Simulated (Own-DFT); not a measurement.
# Computed records: Al$_{16}$O$_{23}$ (corundum with two vacancies, atoms displaced), Al$_{32}$O$_{47}$ (corundum with one vacancy, atoms displaced), Al$_{31}$GaO$_{48}$ (corundum with substituted atoms, atoms displaced)

Computed with Own-DFT development build. A calculation, not a measurement: plane-wave PBE density functional theory by an unreviewed code, no spin, of a simulated periodic cell, stress positive in tension, free energy of the whole cell less one offset for each atom, defect cell not probed for a lower state with spin; oxygen file: force components 24 meV/angstrom off all-electron in one glass; forces on such cells passed a denser k mesh, this cell's mesh not checked; offsets are fitted by least squares, one for each functional and potential file, so energies compare only between cells with the same atoms and settings and are not formation energies; the far tail of each file's local potential was reset to the Coulomb form; each entry is a single point on an unrelaxed cell, so the pressure reflects the starting lattice, mostly measured values, from which strain is counted, and rises with the displacements; printed positions are rounded, which can move forces by about a meV/angstrom; the program is a retired in-house code; no spin-orbit coupling; before rounding, a Quantum ESPRESSO 7.3.1 run of the same cell and cutoff gave forces within 1 meV/angstrom rms on each cell, which checks the program and not the settings.

Settings shared by all entries: functional PBE; potential files PseudoDojo norm-conserving, scalar-relativistic, standard set; wave cutoff 72 hartree; occupations Fermi-Dirac; smearing width 0.1 eV; k mesh 3 x 3 x 3 centred on Gamma.

(1) Al$_{16}$O$_{23}$ (corundum with two vacancies, atoms displaced)

```xyz
78
Lattice="5.4940 0.0000 8.6604 -2.7470 4.7579 8.6604 -2.7470 -4.7579 8.6604" Properties=species:S:1:pos:R:3 Al16O23
Al     0.0538    -0.0154     4.5451
Al    -0.0138     0.0336     8.4785
Al    -0.0076     0.0285    11.0539
Al     0.0128    -0.0261     1.9146
O     -0.0972     1.6720     7.5816
O      1.4723    -0.6735     7.5504
O     -1.3418    -0.9977     7.5548
O     -1.5467     0.6698     5.3954
O      1.3846     0.8955     5.4087
Al    -1.3435    -2.3927     8.8899
Al    -1.3987    -2.3495    12.7490
Al    -1.3565    -2.3666    15.3917
Al    -1.3867    -2.4128     6.2139
O     -1.4821    -0.6848    11.9146
O      0.1419    -3.0909    11.8919
O     -2.7333    -3.3321    11.9112
O     -1.3237    -4.0116     9.7689
O     -2.8771    -1.6589     9.7051
O      0.0000    -1.4540     9.7521
Al    -1.3346     2.4190     8.9337
Al    -1.3608     2.3996    12.7748
Al    -1.3642     2.3689    15.3968
Al    -1.4131     2.3586     6.2670
O     -1.4371     4.0517    11.9293
O      0.0625     1.7057    11.9014
O     -2.7424     1.4349    11.8989
O     -1.2729     0.7642     9.7324
O     -2.8146     3.0524     9.7480
O     -0.0143     3.3215     9.7226
Al    -2.7383     0.0467    13.2388
Al    -2.7930    -0.0140    17.1259
Al    -2.7226     0.0201    19.6858
Al    -2.8091     0.0247    10.5562
O     -2.8190     1.6469    16.2942
O     -1.3074    -0.7736    16.2522
O     -4.1458    -1.0043    16.1982
O     -2.6589    -1.6506    14.0648
O     -4.2753     0.7283    14.0681
O     -1.3970     0.9051    14.1088
Al     2.7105     0.0095     8.8795
Al     2.6964     0.0037    12.7403
Al     2.7325     0.0660    15.3596
Al     2.7106     0.0129     6.2756
O      2.6082     1.6812    11.9070
O      4.1667    -0.7544    11.8762
O      1.4065    -0.8993    11.8764
O      2.8555    -1.6461     9.6770
O      1.2535     0.7064     9.7141
O      4.1551     0.9360     9.7380
Al     1.4056    -2.3810    13.1984
Al     1.3803    -2.3614    17.0350
Al     1.3567    -2.3769    19.7215
Al     1.3695    -2.4110    10.5964
O      1.2924    -0.7352    16.2245
O      2.8854    -3.1163    16.1943
O     -0.0480    -3.3057    16.2171
O      1.5099    -4.0459    14.0605
O     -0.0635    -1.5924    14.0317
O      2.7446    -1.4478    14.0539
Al     1.3970     2.4362    13.2509
Al     1.3526     2.4109    17.1055
Al     1.3510     2.3704    19.7364
Al     1.3685     2.4009    10.6268
O      1.2466     4.0396    16.1742
O      2.8493     1.6746    16.2374
O      0.0097     1.4898    16.2490
O      1.5098     0.7061    14.0405
O      2.7232     3.3490    14.1185
Al    -0.0044    -0.0073    17.5921
Al     0.0192    -0.0444    21.3973
Al     0.0198    -0.0101    24.0949
Al    -0.0539     0.0107    14.8996
O     -0.1419     1.6460    20.5648
O      1.4642    -0.7692    20.5366
O     -1.3568    -0.9611    20.5706
O      0.1194    -1.6572    18.4198
O     -1.5417     0.7466    18.3802
O      1.3625     0.9608    18.4337
```

Results for Al$_{16}$O$_{23}$ (corundum with two vacancies, atoms displaced): free energy of cell above offsets -53.659 eV; pressure 6.9 GPa; stress xx -6.08 GPa; stress yy -8.01 GPa; stress zz -6.62 GPa; stress yz -0.16 GPa; stress xz -0.56 GPa; stress xy -0.3 GPa.

Force:
```tsv
element	x (eV/Å)	y (eV/Å)	z (eV/Å)
Al	-1.035	-0.711	0.797
Al	-0.345	-0.675	-1.608
Al	-0.03	-0.424	0.473
Al	-0.928	0.038	0.364
O	-0.299	-0.417	0.054
O	-0.305	-0.872	0.281
O	-0.209	1.463	0.164
O	1.362	1.251	0.038
O	-0.188	1.108	-0.246
Al	-0.556	0.775	-0.245
Al	0.506	-0.143	-0.175
Al	-0.785	-0.302	-0.294
Al	0.429	1.456	0.157
O	-0.216	-0.436	-0.072
O	-0.696	-0.153	0.14
O	-0.389	0.418	-0.013
O	1.135	-0.4	-0.651
O	0.356	0.552	0.421
O	-0.01	0.034	0.163
Al	-0.721	-1.184	-1.126
Al	-0.244	0.439	0.652
Al	-0.381	1.023	-0.221
Al	0.638	-0.237	-0.317
O	-0.268	-0.232	-0.62
O	0.703	-0.806	-0.49
O	-0.331	0.524	0.382
O	-0.02	-0.479	0.222
O	-0.693	1.101	0.415
O	0.705	0.239	0.837
Al	-0.436	-0.75	-0.175
Al	0.301	0.051	-1.496
Al	-0.405	-0.02	1.336
Al	1.281	-0.81	0.206
O	-0.25	-0.565	-0.42
O	0.721	1.02	0.197
O	0.679	1.746	1.208
O	0.256	0.041	-0.215
O	1.162	-0.473	-0.526
O	-0.023	0.277	-0.216
Al	0.792	0.131	0.059
Al	0.947	-0.038	0.063
Al	0.402	-1.555	0.536
Al	0.856	-0.901	-1.02
O	0.238	-0.432	0.076
O	1.034	0.35	-0.132
O	-0.794	-0.229	-0.43
O	-0.219	-0.237	0.805
O	-0.131	1.119	1.024
O	-0.842	-0.495	-0.482
Al	-0.268	-0.14	0.786
Al	0.318	-0.569	0.221
Al	0.587	-0.854	-0.379
Al	-0.042	1.299	-0.393
O	-0.871	0.586	0.184
O	-0.394	-0.153	0.638
O	1.151	0.526	0.573
O	-0.757	0.441	-0.105
O	-0.956	-0.816	0.241
O	-0.141	-0.52	-0.062
Al	-1.223	-0.549	0.762
Al	0.606	0.01	-0.807
Al	0.217	0.272	0.234
Al	0.037	-0.615	-0.624
O	-0.04	-0.258	1.228
O	-0.301	-0.507	0.046
O	-0.192	-0.883	-0.251
O	-1.265	0.826	0.33
O	0.546	-0.981	-0.722
Al	-0.012	0.038	-0.728
Al	-0.499	0.789	0.67
Al	-0.78	0.171	-0.871
Al	1.401	-0.134	0.415
O	0.674	-0.41	-0.49
O	0.269	0.826	0.452
O	-0.37	1.162	-0.557
O	-0.515	0.307	-0.376
O	0.829	-0.528	0.227
O	-0.765	-0.518	-0.523
```

(2) Al$_{32}$O$_{47}$ (corundum with one vacancy, atoms displaced)

```xyz
79
Lattice="5.4940 0.0000 8.6604 -2.7470 4.7579 8.6604 -2.7470 -4.7579 8.6604" Properties=species:S:1:pos:R:3 Al32O47
Al     0.0207    -0.0181     4.5829
Al    -0.0005     0.0087     8.3403
Al    -0.0087     0.0034    11.0995
Al     0.0166    -0.0118     1.9418
O      1.5070    -0.7591     7.5189
O     -1.4123    -0.9243     7.5835
O      0.1046    -1.6499     5.4257
O     -1.4952     0.6721     5.4112
O      1.3964     0.8535     5.4139
Al    -1.3818    -2.3803     8.9578
Al    -1.3880    -2.3774    12.7464
Al    -1.3931    -2.3541    15.4022
Al    -1.3845    -2.4068     6.2900
O     -1.4451    -0.7146    11.9134
O      0.1431    -3.0922    11.8788
O     -2.7152    -3.3122    11.9047
O     -1.2546    -4.0383     9.7423
O     -2.8609    -1.6348     9.7310
O     -0.0455    -1.4660     9.7451
Al    -1.3551     2.3664     8.9249
Al    -1.3589     2.3935    12.7128
Al    -1.3349     2.3464    15.4735
Al    -1.3654     2.3989     6.2889
O     -1.4795     4.0544    11.8951
O      0.0833     1.6512    11.8411
O     -2.7868     1.4815    11.8819
O     -1.3144     0.7335     9.7339
O     -2.8479     3.1468     9.6846
O      0.0107     3.2846     9.7402
Al    -2.7145     0.0416    13.2145
Al    -2.7650    -0.0433    17.0389
Al    -2.7433     0.0259    19.6847
Al    -2.7254     0.0249    10.5608
O     -2.8113     1.6065    16.2473
O     -1.2522    -0.7517    16.1902
O     -4.0642    -0.9182    16.2574
O     -2.6293    -1.6252    14.0983
O     -4.2428     0.6368    14.0564
O     -1.3713     0.8983    14.0828
Al     2.7506     0.0180     8.9443
Al     2.7180     0.0431    12.7310
Al     2.6932    -0.0061    15.4346
Al     2.7504     0.0065     6.2556
O      2.6760     1.6229    11.9233
O      4.2362    -0.7349    11.8927
O      1.3577    -0.9532    11.8969
O      2.9055    -1.6975     9.7432
O      1.2079     0.7104     9.7292
O      4.0653     0.9295     9.7215
Al     1.3297    -2.3775    13.2810
Al     1.3403    -2.2885    17.0226
Al     1.4094    -2.3955    19.6791
Al     1.3691    -2.4434    10.5485
O      1.2383    -0.7681    16.2605
O      2.8522    -3.1268    16.2547
O     -0.0011    -3.2862    16.2398
O      1.4780    -4.0481    14.0570
O     -0.1420    -1.6892    14.0784
O      2.7727    -1.4548    14.0803
Al     1.4426     2.4343    13.2368
Al     1.3927     2.3503    17.1035
Al     1.3778     2.3581    19.7329
Al     1.3483     2.4106    10.6179
O      1.2400     4.0348    16.2770
O      2.8955     1.6184    16.2364
O      0.0056     1.4651    16.2249
O      1.4343     0.6612    14.0824
O     -0.0990     3.0902    14.0697
O      2.7275     3.3008    14.0678
Al     0.0178     0.0156    17.6319
Al    -0.0057    -0.0061    21.4131
Al    -0.0042     0.0364    24.0614
Al     0.0349     0.0491    14.9327
O     -0.1299     1.6833    20.5576
O      1.4806    -0.7459    20.5246
O     -1.3876    -0.9395    20.6163
O      0.0765    -1.6498    18.3543
O     -1.4316     0.8033    18.4493
O      1.3495     0.9183    18.3954
```

It finds free energy of cell above offsets -56.210 eV; pressure 7.43 GPa; stress xx -7.39 GPa; stress yy -8.54 GPa; stress zz -6.37 GPa; stress yz -0.35 GPa; stress xz -0.67 GPa; stress xy -0.56 GPa.

Force:
```tsv
element	x (eV/Å)	y (eV/Å)	z (eV/Å)
Al	-0.695	-0.184	0.239
Al	0.08	0.552	0.226
Al	0.698	-0.629	-1.107
Al	-0.79	0.026	-0.28
O	-0.472	0.613	1.306
O	0.291	-0.442	0.231
O	0.1	-0.679	-0.09
O	0.058	1.338	0.385
O	-0.5	1.15	-0.402
Al	0.09	0.034	-0.73
Al	0.593	-0.161	0.179
Al	-0.282	-1.248	0.053
Al	0.491	0.558	-0.722
O	-1.102	-0.039	0.2
O	-0.994	-0.46	0.447
O	-0.425	0.323	-0.277
O	0.12	-0.069	-0.112
O	-0.302	-0.14	0.096
O	0.719	0.089	-0.064
Al	-0.073	-0.191	-0.358
Al	-0.061	0.175	1.089
Al	-0.817	0.633	-1.869
Al	0.288	-0.813	-0.596
O	0.286	-0.516	-0.142
O	0.343	0.408	0.781
O	1.061	-0.542	0.539
O	0.623	0.138	-0.043
O	0.235	-0.622	0.486
O	0.164	0.818	-0.069
Al	-0.359	-0.782	0.163
Al	1.218	0.605	0.307
Al	-0.058	0.02	0.908
Al	-0.675	-0.612	0.447
O	-0.845	0.314	0.123
O	-0.163	1.258	1.349
O	-1.556	-0.664	-0.848
O	-0.243	-0.387	-0.638
O	0.171	1.353	0.574
O	0.131	0.554	-0.3
Al	-0.454	-0.641	-0.681
Al	0.64	-1.986	0.452
Al	1.333	-0.495	-1.122
Al	-0.015	-0.611	0.328
O	-0.729	1.239	-0.515
O	0.092	0.178	-0.064
O	0.217	0.849	0.243
O	-0.853	0.668	-0.182
O	0.585	0.326	0.148
O	1.472	0.48	1.005
Al	0.992	0.259	-1.035
Al	0.168	-2.952	1.164
Al	-0.353	-0.015	0.308
Al	0.316	3.269	1.629
O	0.152	2.322	-1.008
O	0.214	0.428	-0.003
O	-0.163	-0.135	-0.238
O	0.17	0.198	0.32
O	0.244	0.604	0.201
O	-0.862	-0.613	0.102
Al	-1.673	-1.288	0.313
Al	-0.139	1.078	-0.381
Al	-1.014	1.049	0.054
Al	0.505	-1.055	-0.666
O	0.792	-0.064	-0.702
O	-0.611	0.568	0.154
O	0.932	-0.826	0.801
O	1.293	1.475	-0.771
O	0.269	-0.189	-0.263
O	1.011	-0.073	0.939
Al	-0.962	-0.26	-0.939
Al	0.403	0.692	-0.413
Al	-0.469	-0.989	0.234
Al	-1.792	-1.4	-0.09
O	0.522	-1.073	0.59
O	0.107	0.223	0.215
O	-0.016	0.291	-1.069
O	-0.041	-0.012	0.945
O	-0.667	-3.273	-1.692
O	1.032	-0.022	0.207
```

(3) Al$_{31}$GaO$_{48}$ (corundum with substituted atoms, atoms displaced)

```xyz
80
Lattice="5.4940 0.0000 8.6604 -2.7470 4.7579 8.6604 -2.7470 -4.7579 8.6604" Properties=species:S:1:pos:R:3 Al31GaO48
Al    -0.0023     0.0596     4.5995
Al     0.0433     0.1359     8.5319
Al    -0.0312     0.0494    11.1042
Al     0.1051    -0.0148     1.9170
O     -0.0581     1.6527     7.6179
O      1.4771    -0.7920     7.5883
O     -1.2995    -0.9446     7.5691
O      0.1170    -1.7020     5.4355
O     -1.4978     0.7190     5.3616
O      1.2970     1.0109     5.4742
Al    -1.2997    -2.3339     8.8941
Al    -1.3288    -2.2942    12.7884
Al    -1.4028    -2.4122    15.4301
Al    -1.3008    -2.3527     6.2504
O     -1.4262    -0.7693    11.8573
O      0.0562    -3.0777    11.8697
O     -2.7793    -3.4070    11.8810
O     -1.2901    -4.0346     9.8294
O     -2.8740    -1.6129     9.7751
O      0.0555    -1.4035     9.6565
Al    -1.4075     2.3358     8.9513
Al    -1.4012     2.3393    12.8149
Al    -1.3185     2.4018    15.3978
Al    -1.4568     2.4521     6.2563
O     -1.4975     4.0117    11.9010
O      0.0098     1.5688    11.9042
O     -2.7058     1.4448    11.9711
O     -1.2640     0.7061     9.7473
O     -2.8577     3.0187     9.6773
O     -0.0830     3.3010     9.8231
Al    -2.7608     0.0629    13.2395
Al    -2.7892    -0.0722    17.0962
Al    -2.8138     0.0306    19.7397
Al    -2.7318     0.0318    10.6033
O     -2.8572     1.6553    16.1829
O     -1.2553    -0.6801    16.1897
O     -4.1505    -0.9187    16.1832
O     -2.6846    -1.5715    14.0544
O     -4.3841     0.6914    14.0937
O     -1.3521     0.8440    14.1455
Al     2.6914     0.0706     8.8621
Al     2.8092    -0.0766    12.8197
Ga     2.7022    -0.0239    15.3858
Al     2.7325    -0.0113     6.2842
O      2.6527     1.6509    11.9534
O      4.2354    -0.7111    11.8986
O      1.4485    -0.9799    11.8827
O      2.8866    -1.6471     9.7473
O      1.2632     0.7524     9.7582
O      4.1358     0.9479     9.7458
Al     1.3644    -2.3590    13.2424
Al     1.3322    -2.3432    17.1466
Al     1.3914    -2.3280    19.7585
Al     1.4059    -2.4413    10.4341
O      1.3735    -0.6696    16.2481
O      2.7989    -3.1556    16.2696
O     -0.0429    -3.3428    16.2440
O      1.4793    -4.0093    14.0975
O     -0.0462    -1.5905    14.1516
O      2.7205    -1.4690    14.1382
Al     1.3334     2.4327    13.2103
Al     1.4104     2.4203    17.1040
Al     1.3361     2.4254    19.6570
Al     1.3357     2.3185    10.5140
O      1.2620     4.0787    16.1709
O      2.8497     1.6155    16.2503
O      0.0030     1.4975    16.3169
O      1.5312     0.6535    14.0433
O     -0.1612     3.0520    14.0583
O      2.7774     3.2819    14.1568
Al    -0.0193     0.0734    17.6255
Al     0.0634     0.0201    21.3386
Al     0.0681    -0.0322    24.0440
Al     0.0310     0.0133    14.9037
O     -0.1382     1.6331    20.6208
O      1.3730    -0.6610    20.6076
O     -1.3847    -0.8704    20.5188
O      0.1839    -1.6359    18.3700
O     -1.5681     0.6812    18.3769
O      1.3706     0.9413    18.4167
```

The calculation gives: free energy of cell above offsets -52.401 eV; pressure 11.12 GPa; stress xx -12.5 GPa; stress yy -10.41 GPa; stress zz -10.45 GPa; stress yz -0.31 GPa; stress xz 1.28 GPa; stress xy -0.15 GPa.

Force:
```tsv
element	x (eV/Å)	y (eV/Å)	z (eV/Å)
Al	-0.096	-0.69	-0.678
Al	-0.988	-3.2	-2.413
Al	1.563	-2.858	-0.029
Al	-3.557	-0.066	0.735
O	-1.345	0.845	0.36
O	0.363	1.82	0.417
O	0.388	0.515	0.602
O	0.85	1.109	-1.187
O	1.022	1.11	0.755
O	0.967	-1.054	-0.494
Al	-1.654	-0.341	-0.716
Al	-0.771	-1.272	-0.143
Al	0.762	1.61	-0.466
Al	-2.29	-0.79	0.886
O	-1.554	0.66	0.53
O	0.352	0.003	0.417
O	0.877	2.497	0.883
O	1.722	1.01	-2.404
O	0.863	0.143	0.281
O	0.368	-0.534	1.271
Al	0.52	-0.002	-1.347
Al	0.209	0.838	-0.565
Al	-1.029	-1.256	0.741
Al	2.084	-2.48	0.133
O	0.118	-0.683	0.889
O	1.247	2.2	0.734
O	-1.196	-0.182	-1.134
O	0.032	0.529	0.219
O	-0.052	1.869	1.661
O	0.345	-0.68	-1.255
Al	-0.631	-0.648	1.037
Al	0.388	1.099	-1.078
Al	0.926	-0.085	0.959
Al	-0.513	-0.647	-0.213
O	0.067	-1.22	1.21
O	-0.283	-0.937	1.345
O	1.569	-0.781	2.096
O	0.469	-0.801	0.002
O	3.368	1.324	-0.823
O	-0.716	1.336	-1.198
Al	2.204	-1.19	0.547
Al	-0.98	0.879	-1.367
Ga	3.558	0.568	0.477
Al	0.834	0.656	-0.767
O	-0.89	0.611	-0.73
O	0.432	-1.46	-0.408
O	-1.027	0.906	-0.259
O	-0.197	0.492	-0.736
O	-0.072	-0.451	-0.144
O	-0.613	-0.715	-0.111
Al	0.451	-0.711	-0.24
Al	1.829	-0.725	-1.595
Al	-0.127	-1.51	0.164
Al	-0.949	1.551	2.375
O	-4.925	-2.089	2.718
O	1.021	0.848	0.476
O	-0.12	1.1	0.397
O	-1.262	-0.459	-0.588
O	-1.017	-1.577	-1.229
O	0.989	-1.458	-1.569
Al	1.664	-1.048	-0.133
Al	-0.731	0.049	-1.673
Al	0.043	-0.207	2.081
Al	1.26	2.282	1.947
O	-0.186	-1.425	1.291
O	0.745	1.943	0.708
O	0.168	-0.186	-0.541
O	-2.168	2.211	-1.029
O	0.691	0.837	0.112
O	-2.875	0.414	-2.37
Al	0.454	-1.002	-1.526
Al	-4.072	1.085	2.603
Al	-2.78	2.09	-0.042
Al	0.452	-0.101	1.144
O	0.726	0.784	-1.922
O	4.191	-1.881	-2.193
O	-0.029	-1.116	0.543
O	-2.276	0.408	0.741
O	0.683	0.34	0.074
O	0.137	-0.057	0.753
```

(4) Al$_{31}$GaO$_{48}$ (corundum with substituted atoms, atoms displaced)

```xyz
80
Lattice="5.4940 0.0000 8.6604 -2.7470 4.7579 8.6604 -2.7470 -4.7579 8.6604" Properties=species:S:1:pos:R:3 Al31GaO48
Al    -0.0246    -0.0517     4.5941
Al    -0.0323     0.0150     8.3865
Al     0.0139     0.0453    11.0268
Al     0.0469    -0.0089     1.9293
O     -0.1376     1.6862     7.5962
O      1.4558    -0.6626     7.6408
O     -1.3652    -0.9099     7.4526
O      0.0791    -1.7120     5.3197
O     -1.4371     0.6773     5.3747
O      1.4079     0.9487     5.4220
Al    -1.3340    -2.2667     8.8852
Ga    -1.4044    -2.3970    12.6912
Al    -1.3335    -2.3036    15.4353
Al    -1.3637    -2.2684     6.2596
O     -1.4364    -0.6623    11.8429
O      0.1592    -3.1351    11.8947
O     -2.7068    -3.2700    11.8528
O     -1.2248    -4.0593     9.7663
O     -2.9983    -1.6525     9.6287
O     -0.0545    -1.3784     9.7581
Al    -1.3463     2.2987     8.8355
Al    -1.2711     2.2760    12.7269
Al    -1.2958     2.4287    15.4169
Al    -1.3057     2.3429     6.2005
O     -1.5513     3.9918    11.8181
O      0.1103     1.7210    11.8146
O     -2.7095     1.4056    11.8643
O     -1.2517     0.8223     9.8117
O     -2.9524     3.1073     9.6812
O      0.0257     3.2731     9.7363
Al    -2.7153     0.0427    13.2286
Al    -2.6208    -0.0643    17.0101
Al    -2.7841     0.0315    19.7368
Al    -2.7350     0.0190    10.5358
O     -3.0005     1.6711    16.1657
O     -1.3526    -0.6810    16.2438
O     -4.1337    -0.9576    16.2267
O     -2.7158    -1.6334    14.0391
O     -4.2812     0.7602    14.0307
O     -1.4351     0.9611    14.1437
Al     2.8244     0.0092     8.8252
Al     2.7048    -0.0883    12.7897
Al     2.8245     0.0047    15.3712
Al     2.7152     0.0496     6.1731
O      2.5755     1.6674    11.9440
O      4.2953    -0.7160    11.8562
O      1.2893    -0.9043    11.9629
O      2.8668    -1.6407     9.8037
O      1.2634     0.7675     9.6990
O      4.1214     0.9870     9.7947
Al     1.3273    -2.4059    13.2679
Al     1.3865    -2.4147    17.0188
Al     1.4270    -2.4883    19.7083
Al     1.3105    -2.3920    10.6093
O      1.1785    -0.6196    16.2531
O      2.8394    -3.0682    16.2157
O     -0.0325    -3.2916    16.2268
O      1.3990    -4.0912    14.1663
O     -0.1288    -1.7495    14.0733
O      2.7904    -1.4178    14.1140
Al     1.3851     2.3274    13.2009
Al     1.3834     2.4395    17.0867
Al     1.4053     2.5058    19.6393
Al     1.4719     2.3303    10.5138
O      1.3172     3.9841    16.2106
O      2.8601     1.7068    16.3135
O      0.0195     1.5959    16.2439
O      1.4506     0.6886    14.0672
O     -0.1491     3.0615    13.9516
O      2.6960     3.3544    14.0239
Al     0.0313    -0.0115    17.4933
Al    -0.0134    -0.0180    21.3442
Al    -0.0228    -0.0688    24.0499
Al     0.0695    -0.1176    14.9007
O     -0.1433     1.6392    20.6026
O      1.4551    -0.6829    20.5352
O     -1.4456    -0.9476    20.5917
O      0.0837    -1.6515    18.4497
O     -1.4768     0.7279    18.3518
O      1.3764     0.8766    18.4255
```

Questions
1. Al$_{31}$GaO$_{48}$ (corundum with substituted atoms, atoms displaced) (entry 4): pressure?

Calculated values
1. 11.61 GPa

Further results for Al$_{31}$GaO$_{48}$ (corundum with substituted atoms, atoms displaced) (entry 4):

- free energy of cell above offsets: -51.590 eV
- stress xx: -13.33 GPa
- stress yy: -10.99 GPa
- stress zz: -10.49 GPa
- stress yz: -0.33 GPa
- stress xz: 1.04 GPa
- stress xy: -0.27 GPa

Force:
```tsv
element	x (eV/Å)	y (eV/Å)	z (eV/Å)
Al	1.735	-0.746	-1.311
Al	0.841	0.801	0.762
Al	0.214	0.881	0.289
Al	0.195	-0.217	-1.054
O	1.06	-0.883	-1.243
O	0.817	-1.186	-1.655
O	0.909	1.33	2.607
O	0.6	1.188	0.797
O	-1.057	1.229	0.828
O	-2.019	-0.932	-0.169
Al	-1.536	-3.173	-0.157
Ga	0.721	1.278	-0.272
Al	-1.54	-1.56	-0.541
Al	0.392	-4.021	-1.151
O	-0.709	-0.668	0.811
O	-0.216	0.276	0.187
O	-1.401	-1.638	-0.118
O	-0.402	1.425	-0.709
O	2.902	1.129	0.77
O	0.517	-0.512	-0.382
Al	-0.408	3.111	1.475
Al	-2.582	1.381	-0.617
Al	-1.877	-0.485	-0.807
Al	-1.961	1.349	0.517
O	0.968	0.137	1.347
O	0.764	-1.888	0.461
O	-0.095	1.273	0.237
O	0.08	-1.639	-1.514
O	1.802	0.826	0.371
O	-0.156	0.05	-0.837
Al	-2.093	0.391	-0.519
Al	-6.411	2.664	3.337
Al	0.605	-2.306	-0.953
Al	-1.243	-0.157	1.092
O	2.552	0.076	1.258
O	5.28	-2.192	-3.153
O	0.603	0.41	-0.109
O	1.663	0.335	0.224
O	0.07	0.014	0.422
O	1.716	-1.644	-0.174
Al	-1.075	-0.162	1.476
Al	0.559	1.126	-1.571
Al	-2.105	1.654	0.535
Al	-0.511	-1.943	0.869
O	1.66	-1.493	-0.244
O	-1.797	1.02	1.354
O	0.627	-0.441	-0.186
O	-1.157	0.843	-0.848
O	0.429	-1.343	-0.25
O	-0.286	-2.157	-1.46
Al	1.7	-1.352	-0.62
Al	-0.248	0.738	0.888
Al	-1.848	3.208	0.488
Al	1.505	-0.214	-0.418
O	1.49	-1.887	-1.03
O	-0.42	-0.396	-0.185
O	0.73	0.271	0.453
O	1.715	2.17	-1.845
O	0.405	2.078	1.569
O	-1.971	-0.18	-1.049
Al	-0.215	1.435	-0.383
Al	-0.176	-1.535	0.343
Al	-0.292	-3.293	1.545
Al	-2.478	1.458	1.346
O	-2.056	1.11	0.588
O	0.261	-2.358	-2.323
O	-0.014	-1.537	0.135
O	0.853	0.146	0.067
O	0.236	1.286	2.135
O	0.853	-1.921	0.775
Al	-0.333	1.189	2.889
Al	0.221	-0.054	0.417
Al	1.675	1.506	-0.921
Al	-1.547	2.475	-0.801
O	-0.072	1.31	-0.431
O	1.126	-1.718	-0.384
O	0.646	1.02	-0.324
O	1.048	0.673	-1.928
O	0.142	0.567	-0.001
O	-0.581	0.996	-1.017
```
